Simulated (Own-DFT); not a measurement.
# How strain changes the stress of 2H SiC, 72 atoms (C36Si36)

These are calculations, not measurements. They come from Own-DFT, an in-house plane-wave density functional program, since retired, whose code no person has reviewed. Each row is one single-point run on a periodic cell that was not relaxed, without spin or spin-orbit coupling.

Settings of every run: PBE; PseudoDojo norm-conserving scalar-relativistic files; cutoff 42 hartree; 4 x 4 x 3 k mesh centred on Gamma; Fermi-Dirac smearing of 0.1 eV.

Known limits: forces on such cells passed a denser k mesh, each cell not checked; stress not checked against mesh or cutoff.

Unstrained cell vectors in Å: (9.248, 0.000, 0.000); (-4.624, 8.009, 0.000); (0.000, 0.000, 10.068). The unstrained cell has measured lattice constants (interpolated for alloys), not those of this functional. That, the random moves and any unrelaxed bonds set the pressure at no strain. Each run strains this cell uniformly, with the atoms carried along. Every atom was also moved at random, by a Gaussian of width 0.05 Å on each axis. Strain is the symmetric tensor, in per cent. Stress is positive in tension, and the pressure is minus a third of its trace.

```
run  e_xx (%)  e_yy (%)  e_zz (%)  e_yz (%)  e_xz (%)  e_xy (%)  s_xx (GPa)  s_yy (GPa)  s_zz (GPa)  s_yz (GPa)  s_xz (GPa)  s_xy (GPa)  P (GPa)  E (meV/atom)
  1      1.78     -0.41     -1.26     -0.38      0.42      1.15        5.17       -7.29      -13.21       -2.04        0.72        4.64     5.11          11.2
  2      0.96      1.17     -0.83      0.52      0.01      0.33        0.55        0.05       -8.77        2.44       -0.01        0.96     2.72          11.7
  3     -0.81      0.68     -1.37     -0.81      0.44      0.92       -9.67       -1.79      -14.76       -3.02        0.09        3.14     8.74           0.0
  4     -1.24     -0.61      1.76      1.44     -0.08     -0.42      -10.10      -11.07        2.44        5.25       -0.30       -2.38     6.24          14.6
  5     -0.57      0.67     -0.54     -1.24     -1.42     -0.06       -8.18       -0.38      -12.01       -4.64       -5.60        0.17     6.85          10.3
  6     -1.33     -1.63     -1.24     -0.86     -0.01     -1.60      -13.47      -15.08      -19.64       -3.66        0.86       -7.26    16.06          38.4
  7     -0.54     -1.87      0.54      0.38      1.90      0.20       -9.68      -14.87       -5.44        0.46        6.68        1.89    10.00          18.7
  8      1.60     -0.05     -0.44      0.47      1.09     -1.36        4.05       -4.94       -8.69        2.82        4.13       -6.14     3.20          13.0
  9      0.36      0.43      0.68     -1.88     -0.31     -1.44       -0.44       -2.01       -4.52       -6.02       -1.43       -6.45     2.32           8.2
 10     -1.81     -1.27      0.69      0.40      1.96      0.31      -18.01      -11.35       -4.86        1.61        6.57        1.85    11.41          23.0
 11     -1.37     -1.42     -0.24     -0.89      1.45     -1.76      -11.96      -15.35      -11.13       -3.58        5.15       -9.09    12.81          23.1
 12     -0.82     -1.95     -1.55      0.42      1.58      0.47      -10.56      -18.08      -19.84        2.53        5.96        0.71    16.16          19.7
 13     -1.02      1.80     -0.14      1.21     -0.86      0.55      -10.13        2.59       -6.14        3.68       -2.50        3.15     4.56          25.7
 14     -0.18      0.10     -1.63      0.77      1.36      0.78       -4.65       -4.35      -19.51        2.18        4.51        3.44     9.50          14.6
 15      1.58     -1.95      1.43     -1.62     -1.99      1.67        2.02      -14.19        1.55       -4.97       -6.33        8.63     3.54          12.9
 16      0.82     -0.73     -1.56     -0.54     -1.95     -0.77       -0.36       -7.46      -21.34       -1.25       -6.98       -4.23     9.72          35.3
 17     -0.84     -1.03      0.32     -1.63     -0.53     -0.97           ?           ?           ?           ?           ?           ?        ?             ?
```

E is the free energy for each atom above the lowest run shown.

## Worked fit

Each stress component was fitted by least squares to a constant and the strains of the runs shown, as fractions, with shears doubled. Shear strains stay in the fit of a normal stress only where such slopes are resolved. The slopes, in GPa:

```
stress,at no strain,per e_xx,per e_yy,per e_zz,scatter
s_xx,-4.7,566 ± 29,65 ± 29,9 ± 31,1.29
s_yy,-5.4,65 ± 30,533 ± 31,8 ± 33,1.38
s_zz,-7.3,78 ± 38,122 ± 38,676 ± 41,1.70
```

Each shear stress against twice its own strain: yz 182 ± 12, xz 165 ± 7, xy 233 ± 10 GPa. These are stiffnesses along x, y and z of the frame in which the cell vectors are given, which need not be the crystal's axes. The atoms are held to the strained lattice; where symmetry lets them move under strain, relaxing them would lower some slopes. The table should be nearly symmetric about its diagonal, and what it lacks of that shows the noise. A ninth of its sum, 236 ± 4 GPa, estimates the bulk modulus near the mean pressure of these runs, 8.1 GPa, so it lies above the value at zero pressure.

## Withheld run

Question: what normal stresses and pressure should run 17 give?

The fit gives s_xx = -10.1, s_yy = -11.4, s_zz = -7.0 and P = 9.5 GPa. The calculation gave -8.95, -10.08, -8.55 and P = 9.19 GPa.
